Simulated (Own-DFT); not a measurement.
Simulation results for GaP (zincblende, atoms displaced)

Computed with Own-DFT development build. A calculation, not a measurement: plane-wave PBE density functional theory by an unreviewed code, no spin, of a simulated periodic cell, stress positive in tension, free energy of the whole cell less one offset for each atom, forces on such cells passed a denser k mesh, this cell's mesh not checked; offsets are fitted by least squares, one for each functional and potential file, so energies compare only between cells with the same atoms and settings and are not formation energies; the far tail of each file's local potential was reset to the Coulomb form; each entry is a single point on an unrelaxed cell, so the pressure reflects the starting lattice, mostly measured values (interpolated for alloys), from which strain is counted, and rises with the displacements; printed positions are rounded, which can move forces by about a meV/angstrom; the program, named Own-DFT, is a retired in-house code; no spin-orbit coupling.

```yaml
- formula: GaP
  kind: "zincblende, atoms displaced"
  structure:
    cell_angstrom: [[16.3515, 0.0, 0.0], [0.0, 10.901, 0.0], [0.0, 0.0, 10.901]]
    atoms_fractional:
      - [Ga, 0.99417, 0.99184, 0.99766]
      - [Ga, 0.99993, 0.24084, 0.25111]
      - [Ga, 0.17266, 0.00585, 0.25402]
      - [Ga, 0.16299, 0.25296, 0.00767]
      - [P, 0.07746, 0.12297, 0.13444]
      - [P, 0.08849, 0.37386, 0.37568]
      - [P, 0.24574, 0.12843, 0.37607]
      - [P, 0.24477, 0.37033, 0.13407]
      - [Ga, 0.99654, 0.0031, 0.50937]
      - [Ga, 0.00133, 0.25558, 0.74467]
      - [Ga, 0.1617, 0.99747, 0.73668]
      - [Ga, 0.16617, 0.25077, 0.49482]
      - [P, 0.0896, 0.12125, 0.63604]
      - [P, 0.08167, 0.38063, 0.87249]
      - [P, 0.25362, 0.12379, 0.87498]
      - [P, 0.25, 0.37523, 0.61706]
      - [Ga, 0.00362, 0.50378, 0.99752]
      - [Ga, 0.00205, 0.75341, 0.24869]
      - [Ga, 0.16537, 0.49869, 0.25146]
      - [Ga, 0.16373, 0.75209, 0.99251]
      - [P, 0.07867, 0.6237, 0.12355]
      - [P, 0.08086, 0.87143, 0.37148]
      - [P, 0.25316, 0.6226, 0.37065]
      - [P, 0.25096, 0.8732, 0.12574]
      - [Ga, 0.99789, 0.49946, 0.49939]
      - [Ga, 0.9955, 0.75233, 0.75708]
      - [Ga, 0.17077, 0.49809, 0.7453]
      - [Ga, 0.16191, 0.74932, 0.4961]
      - [P, 0.08169, 0.62772, 0.62546]
      - [P, 0.08514, 0.87521, 0.87772]
      - [P, 0.24708, 0.62681, 0.87301]
      - [P, 0.24546, 0.87505, 0.62502]
      - [Ga, 0.32886, 0.00405, 0.00067]
      - [Ga, 0.33997, 0.24409, 0.24489]
      - [Ga, 0.49923, 0.99961, 0.24459]
      - [Ga, 0.4986, 0.24578, 0.00627]
      - [P, 0.41315, 0.12593, 0.12804]
      - [P, 0.41823, 0.37464, 0.37813]
      - [P, 0.58318, 0.12438, 0.37006]
      - [P, 0.5836, 0.37156, 0.12648]
      - [Ga, 0.33598, 0.99579, 0.49597]
      - [Ga, 0.33251, 0.25003, 0.74277]
      - [Ga, 0.49616, 0.00161, 0.74612]
      - [Ga, 0.49949, 0.25356, 0.50311]
      - [P, 0.41821, 0.11619, 0.62326]
      - [P, 0.41973, 0.37016, 0.8793]
      - [P, 0.58204, 0.12689, 0.87452]
      - [P, 0.58706, 0.38174, 0.62048]
      - [Ga, 0.33285, 0.50169, 0.00288]
      - [Ga, 0.3382, 0.7568, 0.25143]
      - [Ga, 0.50327, 0.50223, 0.25211]
      - [Ga, 0.49514, 0.75336, 0.00501]
      - [P, 0.41866, 0.62699, 0.12544]
      - [P, 0.41328, 0.87372, 0.37409]
      - [P, 0.57929, 0.62236, 0.38136]
      - [P, 0.58212, 0.88108, 0.1344]
      - [Ga, 0.33648, 0.49972, 0.49506]
      - [Ga, 0.33519, 0.75626, 0.76233]
      - [Ga, 0.50143, 0.50378, 0.75633]
      - [Ga, 0.49641, 0.75258, 0.49238]
      - [P, 0.42237, 0.62144, 0.6275]
      - [P, 0.4136, 0.87206, 0.8722]
      - [P, 0.58619, 0.63113, 0.87561]
      - [P, 0.58074, 0.86807, 0.6333]
      - [Ga, 0.66566, 0.9981, 0.99784]
      - [Ga, 0.66929, 0.25573, 0.25179]
      - [Ga, 0.83647, 0.00258, 0.26043]
      - [Ga, 0.83076, 0.25207, 0.00049]
      - [P, 0.74844, 0.12993, 0.12688]
      - [P, 0.75128, 0.37314, 0.37545]
      - [P, 0.91412, 0.12664, 0.38091]
      - [P, 0.91989, 0.36953, 0.12678]
      - [Ga, 0.66661, 0.00225, 0.50183]
      - [Ga, 0.66574, 0.25005, 0.7455]
      - [Ga, 0.83474, 0.00756, 0.74568]
      - [Ga, 0.82992, 0.2497, 0.50307]
      - [P, 0.74948, 0.12326, 0.62491]
      - [P, 0.75262, 0.37054, 0.87739]
      - [P, 0.91343, 0.125, 0.87595]
      - [P, 0.91572, 0.37553, 0.61888]
      - [Ga, 0.66777, 0.50222, 0.99198]
      - [Ga, 0.66991, 0.74759, 0.25469]
      - [Ga, 0.8328, 0.49391, 0.25788]
      - [Ga, 0.83083, 0.75623, 0.00423]
      - [P, 0.75098, 0.6237, 0.12452]
      - [P, 0.75013, 0.86686, 0.37837]
      - [P, 0.91617, 0.61859, 0.37971]
      - [P, 0.91713, 0.87647, 0.12079]
      - [Ga, 0.6627, 0.50022, 0.50221]
      - [Ga, 0.67555, 0.75014, 0.75381]
      - [Ga, 0.82879, 0.50121, 0.7531]
      - [Ga, 0.83767, 0.74528, 0.49499]
      - [P, 0.74857, 0.625, 0.62342]
      - [P, 0.7529, 0.87439, 0.87569]
      - [P, 0.91209, 0.62596, 0.87051]
      - [P, 0.91531, 0.88571, 0.62343]
  settings:
    functional: PBE
    potential_files: "PseudoDojo norm-conserving, scalar-relativistic, standard set"
    "wave_cutoff [hartree]": 42.0
    occupations: Fermi-Dirac
    "smearing_width [eV]": 0.1
    k_mesh: "2 x 3 x 3 centred on Gamma"
  results:
    "free_energy_of_cell_above_offsets [eV]": "-49.879"
    "pressure [GPa]": 3.31
    "stress_xx [GPa]": -3.24
    "stress_yy [GPa]": -3.43
    "stress_zz [GPa]": -3.26
    "stress_yz [GPa]": -0.13
    "stress_xz [GPa]": -0.49
    "stress_xy [GPa]": 0.33
    force_element: [Ga, Ga, Ga, Ga, P, P, P, P, Ga, Ga, Ga, Ga, P, P, P, P, Ga, Ga, Ga, Ga, P, P, P, P, Ga, Ga, Ga, Ga, P, P, P, P, Ga, Ga, Ga, Ga, P, P, P, P, Ga, Ga, Ga, Ga, P, P, P, P, Ga, Ga, Ga, Ga, P, P, P, P, Ga, Ga, Ga, Ga, P, P, P, P, Ga, Ga, Ga, Ga, P, P, P, P, Ga, Ga, Ga, Ga, P, P, P, P, Ga, Ga, Ga, Ga, P, P, P, P, Ga, Ga, Ga, Ga, P, P, P, P]
    "force_x [eV/angstrom]": [0.99, -0.364, -1.2, -0.153, 1.064, -1.744, 1.965, 1.293, 1.259, -0.368, 1.909, -0.071, -2.188, 0.697, -1.544, 0.339, -1.32, -0.932, 0.099, 0.45, 1.156, 0.361, -0.357, -0.368, 1.043, 0.425, -0.629, 0.657, -0.218, -0.823, 0.616, 1.071, 0.548, -1.641, -0.508, 0.387, 0.988, 0.002, -0.039, 0.161, -1.328, 0.311, 0.889, 0.519, -0.619, -0.608, -0.166, -1.164, -0.404, -1.042, -0.359, 1.077, -0.408, 1.131, 0.847, 0.634, -0.139, -1.187, 0.415, 0.401, -1.268, 1.116, -0.353, 0.508, 0.067, -0.516, -0.824, 0.726, 0.331, -0.713, 0.603, -0.283, -0.658, 0.042, -0.34, 0.216, -0.309, -0.86, 0.702, -0.314, -0.206, -0.794, 0.497, 0.376, -0.05, 0.32, 0.48, -0.649, 1.162, -1.051, 0.355, -0.404, 0.482, -0.031, 0.142, -0.312]
    "force_y [eV/angstrom]": [1.187, 1.207, -1.01, -0.639, -1.066, 0.098, -0.138, 0.367, 0.349, -0.457, -1.144, -0.256, 2.224, -0.478, 0.563, -0.086, -0.357, -0.649, 0.614, -0.594, 0.467, 1.338, 0.629, 0.14, -0.215, 0.25, 0.259, -0.32, -0.313, 0.618, -0.337, -0.624, -0.713, 1.352, 0.586, 0.145, -1.305, -0.211, 0.316, 0.715, 0.461, -0.084, -0.71, -0.602, 1.328, 0.486, -0.304, -1.07, -0.437, -1.165, -0.517, 0.264, -0.443, 0.776, 0.631, -1.24, 0.382, -1.441, -0.479, -0.181, 0.705, 1.715, 0.145, 0.493, 0.308, -0.552, -0.511, -0.462, -0.855, 0.355, 0.206, 0.648, -0.809, 0.18, -0.447, 0.045, 0.348, 0.397, 0.529, -0.003, -0.358, -0.379, 0.329, -0.808, -0.261, 1.006, 0.6, -0.38, 0.47, -0.016, -0.353, 0.434, -0.093, 0.954, 0.015, -1.759]
    "force_z [eV/angstrom]": [-0.234, 0.863, -0.668, -0.691, -1.513, -0.076, 0.155, -0.67, -0.936, 0.531, 2.681, 1.059, -2.427, -0.035, -0.525, 0.213, -0.143, -0.158, -0.169, 1.256, 0.308, 0.582, 0.191, -0.114, 0.182, -0.756, -0.053, 0.022, 0.242, -0.814, 0.285, -0.488, 0.049, 1.564, 1.04, -0.189, -1.096, -0.854, 0.573, -0.281, 0.511, 0.444, 0.9, -0.13, -0.549, -0.474, -0.108, 1.339, -0.027, -0.719, -0.37, -0.395, 0.474, -0.137, -0.706, -1.204, 0.622, -2.059, 0.02, 1.244, -0.178, 1.507, 0.225, -0.827, 0.285, -0.137, -1.031, 0.651, 0.037, 0.766, 0.342, -0.167, -0.073, 0.325, 0.626, -0.057, 0.006, -0.71, -0.208, 0.77, 0.738, -0.316, -1.11, -0.157, 0.311, 0.111, -1.203, 1.403, -0.777, -0.312, -0.646, 0.955, -0.237, -0.121, 1.061, 0.564]
```
